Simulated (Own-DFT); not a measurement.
Simulation results for In₃GaP₄ (zincblende random alloy, atoms displaced)

A calculation, not a measurement: plane-wave PBE density functional theory by an unreviewed code, no spin, of a simulated periodic cell, stress positive in tension, free energy of the whole cell less one offset for each atom, forces on such cells passed a denser k mesh, this cell's mesh not checked; offsets are fitted by least squares, one for each functional and potential file, so energies compare only between cells with the same atoms and settings and are not formation energies; the far tail of each file's local potential was reset to the Coulomb form; each entry is a single point on an unrelaxed cell, so the pressure reflects the starting lattice, mostly measured values, from which strain is counted, and rises with the displacements; printed positions are rounded, which can move forces by about a meV/angstrom; the program is a retired in-house code; no spin-orbit coupling; before rounding, a Quantum ESPRESSO 7.3.1 run of the same cell and cutoff gave forces within 1 meV/angstrom rms on each cell, which checks the program and not the settings. Program: Own-DFT development build.

Common to all runs: functional PBE; potential files PseudoDojo norm-conserving, scalar-relativistic, standard set; wave cutoff 42 hartree; occupations Fermi-Dirac; smearing width 0.1 eV; k mesh 3 x 3 x 3 centred on Gamma.

(1) 
```cif
# cell vector a (Å): 11.5283 0.0000 0.0000
# cell vector b (Å): 0.0000 11.5283 0.0000
# cell vector c (Å): 0.0000 0.0000 11.5283
data_In3GaP4
_symmetry_space_group_name_H-M 'P 1'
_symmetry_Int_Tables_number 1
_cell_length_a 11.5283
_cell_length_b 11.5283
_cell_length_c 11.5283
_cell_angle_alpha 90.000
_cell_angle_beta 90.000
_cell_angle_gamma 90.000
_cell_volume 1532.13
loop_
_atom_site_label
_atom_site_type_symbol
_atom_site_fract_x
_atom_site_fract_y
_atom_site_fract_z
_atom_site_occupancy
Ga1 Ga 0.99880 0.99823 0.00094 1
In1 In 0.00147 0.25836 0.25382 1
In2 In 0.24988 0.99683 0.24724 1
In3 In 0.24939 0.25031 0.00407 1
P1 P 0.12584 0.12363 0.12185 1
P2 P 0.12308 0.37801 0.37097 1
P3 P 0.37218 0.12713 0.37547 1
P4 P 0.37797 0.37341 0.12632 1
In4 In 0.99624 0.00784 0.49984 1
In5 In 0.99760 0.25090 0.75157 1
In6 In 0.24927 0.00019 0.74977 1
In7 In 0.24991 0.24978 0.49882 1
P5 P 0.12680 0.12655 0.62551 1
P6 P 0.12632 0.37394 0.87533 1
P7 P 0.37607 0.12117 0.87165 1
P8 P 0.37228 0.37692 0.62611 1
In8 In 0.99790 0.50306 0.00128 1
In9 In 0.99719 0.74783 0.24911 1
In10 In 0.24370 0.50109 0.25168 1
In11 In 0.24656 0.75049 0.99785 1
P9 P 0.12496 0.62611 0.12751 1
P10 P 0.12421 0.87529 0.37398 1
P11 P 0.37420 0.62502 0.37669 1
P12 P 0.37768 0.87720 0.12773 1
In12 In 0.99833 0.50135 0.50107 1
In13 In 0.00213 0.74670 0.75045 1
In14 In 0.24919 0.50257 0.74955 1
In15 In 0.24381 0.74760 0.50174 1
P13 P 0.12058 0.62581 0.62713 1
P14 P 0.12646 0.87237 0.87671 1
P15 P 0.37307 0.62986 0.87610 1
P16 P 0.37621 0.87195 0.62687 1
In16 In 0.49780 0.00726 0.99687 1
In17 In 0.49622 0.25125 0.24951 1
In18 In 0.75208 0.00128 0.25182 1
Ga2 Ga 0.75355 0.25162 0.00096 1
P17 P 0.62177 0.12304 0.12586 1
P18 P 0.62657 0.36979 0.37463 1
P19 P 0.87113 0.12673 0.37328 1
P20 P 0.87408 0.37219 0.12662 1
In19 In 0.49999 0.99967 0.49823 1
In20 In 0.49797 0.24607 0.74825 1
Ga3 Ga 0.74923 0.99936 0.74991 1
Ga4 Ga 0.75447 0.25404 0.50010 1
P21 P 0.61960 0.12357 0.62699 1
P22 P 0.62098 0.36911 0.87485 1
P23 P 0.87464 0.12647 0.87365 1
P24 P 0.87266 0.37411 0.62098 1
Ga5 Ga 0.49798 0.50422 0.00129 1
In21 In 0.49941 0.74806 0.25237 1
Ga6 Ga 0.74782 0.50239 0.24534 1
Ga7 Ga 0.74801 0.74921 0.00567 1
P25 P 0.62384 0.62259 0.12376 1
P26 P 0.62341 0.87803 0.37492 1
P27 P 0.87195 0.62533 0.37954 1
P28 P 0.87428 0.87318 0.12393 1
In22 In 0.50710 0.49569 0.50050 1
Ga8 Ga 0.49251 0.75109 0.74711 1
In23 In 0.74773 0.49889 0.74882 1
In24 In 0.74725 0.75151 0.50039 1
P29 P 0.62426 0.62330 0.62369 1
P30 P 0.62399 0.87097 0.87329 1
P31 P 0.87771 0.62094 0.87525 1
P32 P 0.87776 0.87239 0.62579 1
_calc_free_energy_of_cell_above_offsets '-31.652'  # eV
_calc_pressure 3.97  # GPa
_calc_stress_xx -3.94  # GPa
_calc_stress_yy -3.95  # GPa
_calc_stress_zz -4.01  # GPa
_calc_stress_yz 0.19  # GPa
_calc_stress_xz -0.36  # GPa
_calc_stress_xy 0.04  # GPa
```

Force:
```csv
element,x (eV/Å),y (eV/Å),z (eV/Å)
Ga,0.021,0.081,-0.247
In,-0.335,-1.31,-0.618
In,-0.096,0.306,0.298
In,0.441,-0.117,-0.683
P,-1.267,-0.554,0.036
P,0.293,-0.008,1.285
P,0.067,-0.45,-0.214
P,-0.077,1.512,-0.79
In,0.262,-0.613,0.06
In,0.26,0.103,-0.289
In,-0.031,-0.349,-0.023
In,-0.171,0.444,0.09
P,-0.328,0.068,0.045
P,-0.175,0.305,0.15
P,-0.809,0.783,0.207
P,0.279,-0.119,-0.215
In,0.382,-0.636,0.228
In,0.006,0.123,0.378
In,1.137,0.116,-0.359
In,0.549,0.192,0.962
P,-0.129,-0.006,-0.424
P,-0.42,0.163,0.225
P,-0.005,-0.436,0.235
P,0.043,-0.439,-0.717
In,0.042,-0.2,-0.168
In,-0.526,0.547,0.532
In,0.042,-0.101,0.265
In,0.491,0.285,-0.148
P,0.386,-0.514,-0.292
P,-1.174,1.202,0.203
P,1.452,-0.47,-0.196
P,0.141,-0.386,0.145
In,0.504,-1.089,0.178
In,0.587,-0.444,0.216
In,-0.434,-0.206,-0.538
Ga,-0.534,-0.286,0.02
P,1.14,0.984,-0.525
P,1.447,0.291,-0.211
P,-0.134,1.189,0.774
P,-1.329,0.576,-0.308
In,-0.352,0.089,0.193
In,-0.285,0.462,0.083
Ga,-0.047,-0.205,0.009
Ga,-0.563,-0.529,-0.071
P,2.171,-0.04,-0.444
P,0.354,0.627,1.413
P,-0.806,-1.033,0.964
P,-0.377,-0.599,-0.179
Ga,0.073,-0.483,-0.33
In,0.022,0.137,-0.121
Ga,0.148,-0.399,0.432
Ga,0.08,-0.044,-0.702
P,0.576,-0.352,-0.426
P,0.264,-0.384,-0.188
P,-0.649,-0.65,-1.306
P,-0.098,0.202,-1.147
In,-0.684,0.07,-0.211
Ga,0.729,-0.243,0.269
In,-0.129,-0.161,0.414
In,-0.105,0.244,0.198
P,-0.732,1.05,0.976
P,0.482,-0.372,-0.362
P,-1.308,1.07,0.428
P,-0.766,1.006,0.538
```

(2) 
```cif
# cell vector a (Å): 11.5283 0.0000 0.0000
# cell vector b (Å): 0.0000 11.5283 0.0000
# cell vector c (Å): 0.0000 0.0000 11.5283
data_In3GaP4
_symmetry_space_group_name_H-M 'P 1'
_symmetry_Int_Tables_number 1
_cell_length_a 11.5283
_cell_length_b 11.5283
_cell_length_c 11.5283
_cell_angle_alpha 90.000
_cell_angle_beta 90.000
_cell_angle_gamma 90.000
_cell_volume 1532.13
loop_
_atom_site_label
_atom_site_type_symbol
_atom_site_fract_x
_atom_site_fract_y
_atom_site_fract_z
_atom_site_occupancy
In1 In 0.99791 0.99917 0.00221 1
In2 In 0.99654 0.25026 0.25582 1
In3 In 0.25098 0.00075 0.24711 1
Ga1 Ga 0.25305 0.25001 0.99760 1
P1 P 0.12439 0.12413 0.12460 1
P2 P 0.12157 0.37951 0.37488 1
P3 P 0.37686 0.12519 0.37450 1
P4 P 0.37115 0.37505 0.12736 1
In4 In 0.00370 0.00142 0.49385 1
Ga2 Ga 0.99952 0.25114 0.74887 1
Ga3 Ga 0.24841 0.00089 0.74753 1
In5 In 0.24850 0.24546 0.50424 1
P5 P 0.12435 0.12736 0.62714 1
P6 P 0.12274 0.37117 0.87202 1
P7 P 0.37535 0.12017 0.87309 1
P8 P 0.37843 0.37645 0.62312 1
Ga4 Ga 0.99830 0.49945 0.99763 1
In6 In 0.00005 0.75154 0.25292 1
In7 In 0.24652 0.49879 0.24971 1
In8 In 0.25298 0.74859 0.00207 1
P9 P 0.12662 0.62417 0.12365 1
P10 P 0.12285 0.87072 0.37589 1
P11 P 0.37561 0.62655 0.37565 1
P12 P 0.37804 0.87526 0.12374 1
In9 In 0.99545 0.49419 0.49725 1
In10 In 0.99951 0.74941 0.74874 1
In11 In 0.24862 0.50105 0.74725 1
In12 In 0.25299 0.74657 0.49844 1
P13 P 0.12707 0.62910 0.62282 1
P14 P 0.12669 0.87280 0.86763 1
P15 P 0.37476 0.62356 0.87229 1
P16 P 0.36850 0.87726 0.62646 1
Ga5 Ga 0.50045 0.00341 0.00088 1
In13 In 0.49535 0.24512 0.25214 1
In14 In 0.74733 0.99696 0.24974 1
Ga6 Ga 0.75154 0.24659 0.99962 1
P17 P 0.62618 0.12833 0.12542 1
P18 P 0.62395 0.37213 0.37576 1
P19 P 0.87270 0.12342 0.37620 1
P20 P 0.87565 0.37821 0.12155 1
In15 In 0.49931 0.99842 0.49911 1
In16 In 0.50224 0.25583 0.74739 1
In17 In 0.75065 0.00125 0.75092 1
In18 In 0.74641 0.25078 0.49789 1
P21 P 0.62554 0.12913 0.62705 1
P22 P 0.62439 0.37522 0.87215 1
P23 P 0.87061 0.12360 0.87443 1
P24 P 0.87535 0.37579 0.62893 1
In19 In 0.50269 0.49661 0.00069 1
In20 In 0.49771 0.74883 0.25397 1
In21 In 0.75075 0.50636 0.24447 1
Ga7 Ga 0.74978 0.74927 0.99648 1
P25 P 0.62145 0.61809 0.12452 1
P26 P 0.62869 0.87310 0.37691 1
P27 P 0.86680 0.62857 0.37386 1
P28 P 0.87619 0.87532 0.11990 1
In22 In 0.49881 0.49908 0.49881 1
In23 In 0.49857 0.75298 0.74627 1
In24 In 0.74750 0.50424 0.75133 1
Ga8 Ga 0.74904 0.75198 0.49602 1
P29 P 0.62668 0.62585 0.62838 1
P30 P 0.62415 0.87534 0.87313 1
P31 P 0.87178 0.62081 0.87524 1
P32 P 0.87422 0.87741 0.62298 1
_calc_free_energy_of_cell_above_offsets '-31.955'  # eV
_calc_pressure 3.89  # GPa
_calc_stress_xx -3.94  # GPa
_calc_stress_yy -3.83  # GPa
_calc_stress_zz -3.89  # GPa
_calc_stress_yz 0.06  # GPa
_calc_stress_xz 0.08  # GPa
_calc_stress_xy -0.1  # GPa
```

Force:
```csv
element,x (eV/Å),y (eV/Å),z (eV/Å)
In,0.65,0.203,-0.937
In,0.155,0.035,-0.79
In,-0.156,-0.262,0.231
Ga,-0.289,-0.216,0.07
P,0.501,1.085,-0.503
P,0.595,-0.893,0.192
P,-0.749,-0.517,0.442
P,-0.225,-0.86,-0.916
In,-0.253,-0.08,0.722
Ga,-0.25,-0.13,0.26
Ga,-0.119,-0.038,0.301
In,0.268,0.774,-0.509
P,-0.379,-0.482,1.313
P,-0.364,-0.301,0.75
P,-0.462,-0.006,0.46
P,-0.786,-0.114,0.03
Ga,0.189,-0.094,0.002
In,-0.384,-0.432,-0.652
In,0.22,0.282,0.09
In,-0.125,0.209,-0.609
P,-1.194,-0.455,-0.536
P,0.907,0.466,-0.194
P,-0.189,-0.692,-0.233
P,0.713,0.734,-0.449
In,-0.094,1.164,0.493
In,-0.403,-0.13,-0.101
In,-0.092,-0.22,0.08
In,-0.28,0.514,0.172
P,-0.685,-0.783,-0.223
P,0.598,1.023,0.307
P,0.308,-0.042,0.269
P,-0.216,0.733,0.237
Ga,0.163,-0.235,-0.12
In,0.465,0.783,-0.49
In,0.375,0.121,-0.388
Ga,-0.068,0.451,-0.174
P,-0.105,-0.252,-1.297
P,0.03,0.64,-0.79
P,-0.196,0.02,-0.149
P,0.043,-0.437,-0.968
In,0.222,0.126,0.501
In,-0.438,-0.674,0.359
In,-0.327,-0.212,-0.378
In,0.532,-0.001,0.518
P,-0.19,-0.649,-0.304
P,0.995,-0.751,1.135
P,0.731,1.594,0.26
P,0.216,-0.879,0.42
In,-0.736,-0.145,-0.416
In,0.594,0.169,-0.579
In,-0.126,-0.996,0.455
Ga,-0.183,-0.068,0.182
P,0.499,1.972,-0.642
P,0.03,-0.643,0.543
P,0.144,0.428,0.949
P,-1.154,-1.17,0.064
In,0.582,0.321,0.035
In,-0.153,-0.103,0.326
In,0.172,-0.656,-0.091
Ga,0.115,-0.088,0.669
P,0.21,0.866,-1.551
P,-0.032,0.032,1.536
P,0.65,0.686,1.408
P,-0.471,-0.725,-0.791
```

(3) 
```cif
# cell vector a (Å): 11.5283 0.0000 0.0000
# cell vector b (Å): 0.0000 11.5283 0.0000
# cell vector c (Å): 0.0000 0.0000 11.5283
data_In3GaP4
_symmetry_space_group_name_H-M 'P 1'
_symmetry_Int_Tables_number 1
_cell_length_a 11.5283
_cell_length_b 11.5283
_cell_length_c 11.5283
_cell_angle_alpha 90.000
_cell_angle_beta 90.000
_cell_angle_gamma 90.000
_cell_volume 1532.13
loop_
_atom_site_label
_atom_site_type_symbol
_atom_site_fract_x
_atom_site_fract_y
_atom_site_fract_z
_atom_site_occupancy
In1 In 0.00189 0.99715 0.00453 1
In2 In 0.99511 0.25141 0.24859 1
Ga1 Ga 0.25131 0.00263 0.25260 1
In3 In 0.25210 0.24694 0.99662 1
P1 P 0.12275 0.12491 0.12308 1
P2 P 0.12401 0.37555 0.37514 1
P3 P 0.37274 0.12324 0.37360 1
P4 P 0.37667 0.37885 0.12455 1
In4 In 0.00311 0.00251 0.49866 1
In5 In 0.00214 0.24831 0.74773 1
In6 In 0.24596 0.99964 0.74584 1
In7 In 0.25405 0.25276 0.50315 1
P5 P 0.12922 0.12751 0.62648 1
P6 P 0.12767 0.37586 0.87494 1
P7 P 0.37525 0.12766 0.87685 1
P8 P 0.37370 0.38000 0.62183 1
In8 In 0.00168 0.49995 0.99989 1
In9 In 0.00106 0.75112 0.25006 1
In10 In 0.24841 0.49892 0.25051 1
Ga2 Ga 0.25462 0.74947 0.00027 1
P9 P 0.12459 0.62764 0.12217 1
P10 P 0.12246 0.87634 0.37640 1
P11 P 0.37449 0.62326 0.37186 1
P12 P 0.37640 0.87691 0.12494 1
In11 In 0.00442 0.49954 0.50095 1
In12 In 0.99931 0.75067 0.74608 1
Ga3 Ga 0.25237 0.50000 0.75020 1
Ga4 Ga 0.25054 0.75160 0.50060 1
P13 P 0.11966 0.62223 0.62605 1
P14 P 0.12223 0.87909 0.87805 1
P15 P 0.37987 0.62774 0.87348 1
P16 P 0.37823 0.87690 0.62620 1
In13 In 0.50258 0.99337 0.99737 1
In14 In 0.50072 0.25254 0.25144 1
In15 In 0.74472 0.99652 0.24921 1
In16 In 0.75296 0.24776 0.00248 1
P17 P 0.61864 0.12376 0.12692 1
P18 P 0.62177 0.37425 0.37317 1
P19 P 0.87663 0.12469 0.37269 1
P20 P 0.87637 0.37502 0.12630 1
Ga5 Ga 0.49924 0.00223 0.49490 1
In17 In 0.50065 0.25416 0.75153 1
In18 In 0.75011 0.00159 0.75220 1
Ga6 Ga 0.74609 0.25374 0.50116 1
P21 P 0.63008 0.12432 0.62439 1
P22 P 0.62422 0.37712 0.86888 1
P23 P 0.88136 0.12505 0.87452 1
P24 P 0.87211 0.37126 0.62531 1
In19 In 0.49908 0.50132 0.00141 1
Ga7 Ga 0.49840 0.74972 0.24789 1
In20 In 0.74561 0.49661 0.25057 1
In21 In 0.74781 0.75212 0.00149 1
P25 P 0.62589 0.62468 0.12807 1
P26 P 0.62485 0.87640 0.37303 1
P27 P 0.87532 0.62994 0.37915 1
P28 P 0.87267 0.87291 0.12297 1
In22 In 0.50078 0.50373 0.50104 1
Ga8 Ga 0.50132 0.75168 0.75250 1
In23 In 0.75208 0.50217 0.74943 1
In24 In 0.74947 0.75164 0.49853 1
P29 P 0.62745 0.62726 0.62461 1
P30 P 0.62756 0.87418 0.87303 1
P31 P 0.87478 0.62261 0.87730 1
P32 P 0.87383 0.87478 0.62676 1
_calc_free_energy_of_cell_above_offsets '-31.696'  # eV
_calc_pressure 3.96  # GPa
_calc_stress_xx -3.88  # GPa
_calc_stress_yy -4.01  # GPa
_calc_stress_zz -3.97  # GPa
_calc_stress_yz -0.11  # GPa
_calc_stress_xz 0.13  # GPa
_calc_stress_xy -0.04  # GPa
```

Force:
```csv
element,x (eV/Å),y (eV/Å),z (eV/Å)
In,-0.468,0.181,-0.098
In,0.689,-0.249,0.273
Ga,-0.35,-0.268,-0.272
In,-0.19,0.493,0.681
P,1.057,-0.274,1.158
P,0.13,-0.48,-0.119
P,0.206,-0.831,0.135
P,-0.433,-0.588,0.056
In,-0.421,0.125,0.522
In,-0.009,0.422,0.142
In,0.616,-0.106,0.789
In,-0.399,-0.192,-0.534
P,-0.369,0.009,-0.612
P,0.542,0.585,-0.816
P,0.408,-0.883,-0.694
P,-0.202,0.535,1.24
In,0.008,-0.042,-0.038
In,-0.161,-0.079,-0.101
In,-0.161,0.204,-0.317
Ga,-0.293,0.234,-0.124
P,0.957,0.514,-0.395
P,1.897,-0.119,-0.211
P,0.049,1.709,0.258
P,-0.904,-0.908,0.833
In,-0.943,-0.292,-0.2
In,-0.001,0.004,0.843
Ga,-0.199,0.233,-0.019
Ga,0.051,-0.168,-0.016
P,2.332,0.367,0.23
P,1.123,-1.426,0.055
P,-1.011,0.577,-0.619
P,0.561,-0.755,-0.809
In,-0.329,0.654,-0.06
In,-0.602,-0.361,-0.292
In,0.612,0.591,-0.191
In,-0.505,0.026,-0.378
P,0.528,0.071,-0.421
P,0.829,-0.454,1.41
P,-1.262,0.5,0.816
P,-0.349,0.45,-0.318
Ga,0.204,-0.152,0.28
In,-0.303,-0.518,-0.621
In,0.446,0.041,-0.099
Ga,0.32,-0.377,-0.244
P,-0.834,0.369,-1.377
P,0.477,0.07,1.116
P,-0.388,-0.16,0.356
P,-0.31,-0.251,-0.905
In,0.471,0.005,-0.303
Ga,-0.009,0.044,0.199
In,0.813,0.475,0.307
In,0.113,-0.635,-0.218
P,-0.88,0.833,0.348
P,-1.83,-0.439,0.334
P,0.064,-0.896,-0.583
P,0.142,0.283,0.47
In,0.079,0.148,-0.144
Ga,0.085,-0.039,-0.406
In,-0.031,-0.072,-0.093
In,-0.152,0.338,0.219
P,-0.857,0.683,0.804
P,-0.779,-0.753,-0.714
P,0.047,0.514,-0.108
P,0.077,0.481,-0.408
```

(4) 
```cif
# cell vector a (Å): 11.5283 0.0000 0.0000
# cell vector b (Å): 0.0000 11.5283 0.0000
# cell vector c (Å): 0.0000 0.0000 11.5283
data_In3GaP4
_symmetry_space_group_name_H-M 'P 1'
_symmetry_Int_Tables_number 1
_cell_length_a 11.5283
_cell_length_b 11.5283
_cell_length_c 11.5283
_cell_angle_alpha 90.000
_cell_angle_beta 90.000
_cell_angle_gamma 90.000
_cell_volume 1532.13
loop_
_atom_site_label
_atom_site_type_symbol
_atom_site_fract_x
_atom_site_fract_y
_atom_site_fract_z
_atom_site_occupancy
Ga1 Ga 0.00115 0.99532 0.00097 1
In1 In 0.00406 0.25349 0.25398 1
Ga2 Ga 0.25021 0.99996 0.25269 1
In2 In 0.24705 0.25355 0.99802 1
P1 P 0.12770 0.13011 0.12337 1
P2 P 0.11987 0.38111 0.37858 1
P3 P 0.37780 0.12584 0.37486 1
P4 P 0.37215 0.37697 0.12178 1
In3 In 0.99775 0.00198 0.50356 1
In4 In 0.99918 0.24501 0.74841 1
In5 In 0.25008 0.00871 0.75181 1
In6 In 0.24733 0.24908 0.49631 1
P5 P 0.12367 0.12644 0.61940 1
P6 P 0.12675 0.37470 0.87458 1
P7 P 0.37392 0.12337 0.87499 1
P8 P 0.37406 0.37487 0.62607 1
Ga3 Ga 0.00181 0.49745 0.00105 1
Ga4 Ga 0.00154 0.75126 0.25129 1
In7 In 0.25032 0.49910 0.24891 1
In8 In 0.24998 0.74912 0.00051 1
P9 P 0.12504 0.62908 0.12486 1
P10 P 0.12027 0.87998 0.37313 1
P11 P 0.37598 0.62705 0.37218 1
P12 P 0.37635 0.87853 0.12775 1
In9 In 0.99759 0.50268 0.50046 1
In10 In 0.00300 0.74463 0.75126 1
In11 In 0.24735 0.49362 0.74698 1
In12 In 0.24987 0.75150 0.50554 1
P13 P 0.12431 0.62666 0.62556 1
P14 P 0.12376 0.87584 0.87707 1
P15 P 0.37393 0.62813 0.87171 1
P16 P 0.37380 0.87423 0.62443 1
In13 In 0.50414 0.99678 0.00253 1
In14 In 0.50169 0.25302 0.24771 1
Ga5 Ga 0.74983 0.00596 0.25293 1
In15 In 0.74917 0.25024 0.99836 1
P17 P 0.62771 0.12099 0.12220 1
P18 P 0.62625 0.37916 0.37664 1
P19 P 0.87537 0.12357 0.36982 1
P20 P 0.87855 0.37340 0.13016 1
In16 In 0.49891 0.00376 0.49652 1
In17 In 0.49936 0.25439 0.74992 1
In18 In 0.75123 0.00056 0.74764 1
In19 In 0.75038 0.24985 0.50010 1
P21 P 0.62716 0.12136 0.62692 1
P22 P 0.62452 0.37971 0.87595 1
P23 P 0.87740 0.12393 0.87724 1
P24 P 0.87503 0.37502 0.62988 1
In20 In 0.50512 0.50341 0.99987 1
In21 In 0.50047 0.75141 0.24652 1
In22 In 0.74981 0.50097 0.24997 1
Ga6 Ga 0.74923 0.75074 0.00058 1
P25 P 0.62383 0.62035 0.11870 1
P26 P 0.62289 0.87291 0.37203 1
P27 P 0.87977 0.62909 0.37103 1
P28 P 0.87667 0.87666 0.12507 1
Ga7 Ga 0.50103 0.50466 0.49866 1
Ga8 Ga 0.49909 0.75076 0.74720 1
In23 In 0.75118 0.49903 0.75046 1
In24 In 0.75600 0.74945 0.50058 1
P29 P 0.62257 0.62871 0.62259 1
P30 P 0.62671 0.87558 0.87132 1
P31 P 0.87180 0.62653 0.87240 1
P32 P 0.87352 0.87472 0.62358 1
_calc_free_energy_of_cell_above_offsets '-31.877'  # eV
_calc_pressure 3.9  # GPa
_calc_stress_xx -3.91  # GPa
_calc_stress_yy -3.85  # GPa
_calc_stress_zz -3.93  # GPa
_calc_stress_yz -0.21  # GPa
_calc_stress_xz 0.04  # GPa
_calc_stress_xy -0.27  # GPa
```

Force:
```csv
element,x (eV/Å),y (eV/Å),z (eV/Å)
Ga,0.053,0.344,0.103
In,0.025,-0.519,-0.272
Ga,-0.063,0.226,-0.274
In,0.579,-0.438,-0.014
P,-0.299,-1.856,0.421
P,0.797,-0.27,-0.149
P,-1.076,-0.236,-1.034
P,0.548,-0.027,0.01
In,-0.319,-0.249,-0.53
In,0.203,0.317,0.353
In,-0.379,-0.985,-0.392
In,0.345,0.453,-0.096
P,0.22,-0.022,0.485
P,-1.449,0.609,0.396
P,0.711,0.62,0.547
P,0.744,0.527,-1.445
Ga,-0.246,0.306,0.016
Ga,0.02,0.263,-0.368
In,-0.213,0.267,0.16
In,0.275,0.504,-0.015
P,-1.418,-0.488,0.216
P,0.592,-0.473,-0.883
P,0.36,-0.661,0.961
P,-1.151,0.39,0.372
In,-0.3,0.185,0.429
In,-0.401,0.835,0.147
In,0.24,0.921,0.231
In,-0.179,-0.018,-1.004
P,0.188,-0.559,-0.164
P,-0.419,0.766,0.247
P,0.728,0.131,-0.673
P,0.871,0.162,0.985
In,-0.406,-0.005,-0.534
In,0.036,-0.087,-0.159
Ga,-0.088,-0.7,-0.294
In,0.342,0.213,0.192
P,0.588,0.08,1.129
P,-0.839,0.375,0.676
P,-0.663,-0.241,-0.044
P,0.184,0.76,-1.27
In,0.328,-0.721,0.428
In,0.238,-0.543,0.154
In,0.366,-0.132,0.468
In,0.081,-0.125,-0.004
P,-0.498,0.725,-0.292
P,0.129,-0.617,-0.171
P,0.478,-0.86,0.573
P,0.093,-0.088,-0.64
In,-1.39,-0.323,-0.651
In,0.177,-0.36,-0.148
In,0.275,0.264,-0.16
Ga,0.111,0.044,-0.151
P,1.362,1.752,0.469
P,1.209,0.945,-0.204
P,0.262,0.377,-0.568
P,-0.299,-0.129,0.204
Ga,-0.233,-0.04,0.034
Ga,-0.046,0.075,0.134
In,-0.527,0.439,-0.221
In,-0.665,0.107,-0.531
P,-0.891,-0.377,0.219
P,-0.163,-1.544,0.19
P,0.254,-0.163,1.841
P,0.607,-0.127,0.566
```
